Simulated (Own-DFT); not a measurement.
# How strain changes the stress of wurtzite AlGaN with randomly placed atoms, 72 atoms (Al9Ga27N36)

Calculated results; nothing here was measured. The program, named Own-DFT, is a retired in-house plane-wave density functional code that no person has reviewed. Each row is one single-point run on a periodic cell that was not relaxed, without spin or spin-orbit coupling.

Settings of every run: PBE; PseudoDojo norm-conserving scalar-relativistic files (stringent for Ga); cutoff 96 hartree; 4 x 4 x 3 k mesh centred on Gamma; Gaussian smearing of 0.01 eV.

Known limits: forces on such cells passed a denser k mesh, each cell not checked; stress not checked against mesh or cutoff.

Unstrained cell vectors in Å: (9.509, 0.000, 0.000); (-4.755, 8.235, 0.000); (0.000, 0.000, 10.268). The unstrained cell has measured lattice constants (interpolated for alloys), not those of this functional. That, the random moves and any unrelaxed bonds set the pressure at no strain. Each run strains this cell uniformly, with the atoms carried along. Every atom was also moved at random, by a Gaussian of width 0.05 Å on each axis. The random placing of the alloy's atoms differs from row to row. Strain is the symmetric tensor, in per cent. Stress is positive in tension, and the pressure is minus a third of its trace.

| run | e_xx (%) | e_yy (%) | e_zz (%) | s_xx (GPa) | s_yy (GPa) | s_zz (GPa) | P (GPa) | E (meV/atom) |
|---|---|---|---|---|---|---|---|---|
| 1 | 2.25 | 2.25 | 0.00 | 2.98 | 2.64 | -4.31 | -0.44 | 27.8 |
| 2 | -0.75 | -0.75 | 0.00 | -10.64 | -10.30 | -8.72 | 9.89 | 5.3 |
| 3 | 1.25 | 1.25 | 0.00 | -1.75 | 0.90 | -5.87 | 2.24 | 3.1 |
| 4 | -2.50 | -2.50 | 0.00 | -21.89 | -23.06 | -11.74 | 18.89 | 65.3 |
| 5 | -0.50 | -0.50 | 0.00 | -8.27 | -11.06 | -8.74 | 9.35 | 25.5 |
| 6 | -1.25 | -1.25 | 0.00 | -14.89 | -13.82 | -9.24 | 12.65 | 29.2 |
| 7 | 2.00 | 2.00 | 0.00 | 2.09 | 3.10 | -4.20 | -0.33 | 6.1 |
| 8 | 1.00 | 1.00 | 0.00 | -0.68 | -1.15 | -6.87 | 2.90 | 0.0 |
| 9 | 1.75 | 1.75 | 0.00 | ? | ? | ? | ? | ? |

E is the free energy for each atom above the lowest run shown.

## Worked fit

The change of volume is close to e_xx + e_yy + e_zz. A straight line through the runs shown gives P = 7.71 - 204 x (fractional change of volume) GPa, with an error of 9 on the slope and a scatter of 0.83 GPa. The strain isn't the same on all axes and the cell isn't cubic, so the slope belongs to this path and is not the bulk modulus.

## Withheld run

Question: what pressure should run 9 give? Its volume changes by 3.53 %.

The line gives 0.5 GPa. The calculation gave 0.18 GPa.
